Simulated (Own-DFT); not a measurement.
# Strain and stress in wurtzite AlGaN with randomly placed atoms, 72 atoms (Al9Ga27N36)

All numbers below are calculated, not measured. They come from Own-DFT, an in-house plane-wave density functional program, since retired, whose code no person has reviewed. Each row is one single-point run on a periodic cell that was not relaxed, without spin or spin-orbit coupling.

Settings of every run: PBE; PseudoDojo norm-conserving scalar-relativistic files; cutoff 42 hartree; 4 x 4 x 3 k mesh centred on Gamma; Fermi-Dirac smearing of 0.1 eV.

Known limits: forces on such cells passed a denser k mesh, each cell not checked; stress not checked against mesh or cutoff.

Unstrained cell vectors in Å: (9.509, 0.000, 0.000); (-4.755, 8.235, 0.000); (0.000, 0.000, 10.268). The unstrained cell has measured lattice constants (interpolated for alloys), not those of this functional. That, the random moves and any unrelaxed bonds set the pressure at no strain. Each run strains this cell uniformly, with the atoms carried along. Every atom was also moved at random, by a Gaussian of width 0.05 Å on each axis. The random placing of the alloy's atoms differs from row to row. Strain is the symmetric tensor, in per cent. Stress is positive in tension, and the pressure is minus a third of its trace.

```
run,e_xx (%),e_yy (%),e_zz (%),s_xx (GPa),s_yy (GPa),s_zz (GPa),P (GPa),E (meV/atom)
1,1.50,1.50,0.00,1.95,-1.68,-5.34,1.69,4.2
2,1.00,1.00,0.00,-2.33,-2.67,-6.25,3.75,15.4
3,-2.25,-2.25,0.00,-20.11,-23.45,-11.81,18.46,66.8
4,2.50,2.50,0.00,4.22,4.25,-4.37,-1.37,18.7
5,2.00,2.00,0.00,1.67,2.81,-5.74,0.42,17.4
6,0.50,0.50,0.00,-4.24,-5.36,-6.49,5.36,0.0
7,-1.50,-1.50,0.00,-16.73,-14.38,-10.59,13.90,21.8
8,-1.00,-1.00,0.00,-11.84,-13.98,-9.94,11.92,26.0
9,-1.75,-1.75,0.00,?,?,?,?,?
```

E is the free energy for each atom above the lowest run shown.

## Worked fit

The change of volume is close to e_xx + e_yy + e_zz. A straight line through the runs shown gives P = 8.23 - 204 x (fractional change of volume) GPa, with an error of 8 on the slope and a scatter of 0.74 GPa. The strain isn't the same on all axes and the cell isn't cubic, so the slope belongs to this path and is not the bulk modulus.

## Withheld run

Question: what pressure should run 9 give? Its volume changes by -3.47 %.

The line gives 15.3 GPa. The calculation gave 16.04 GPa.
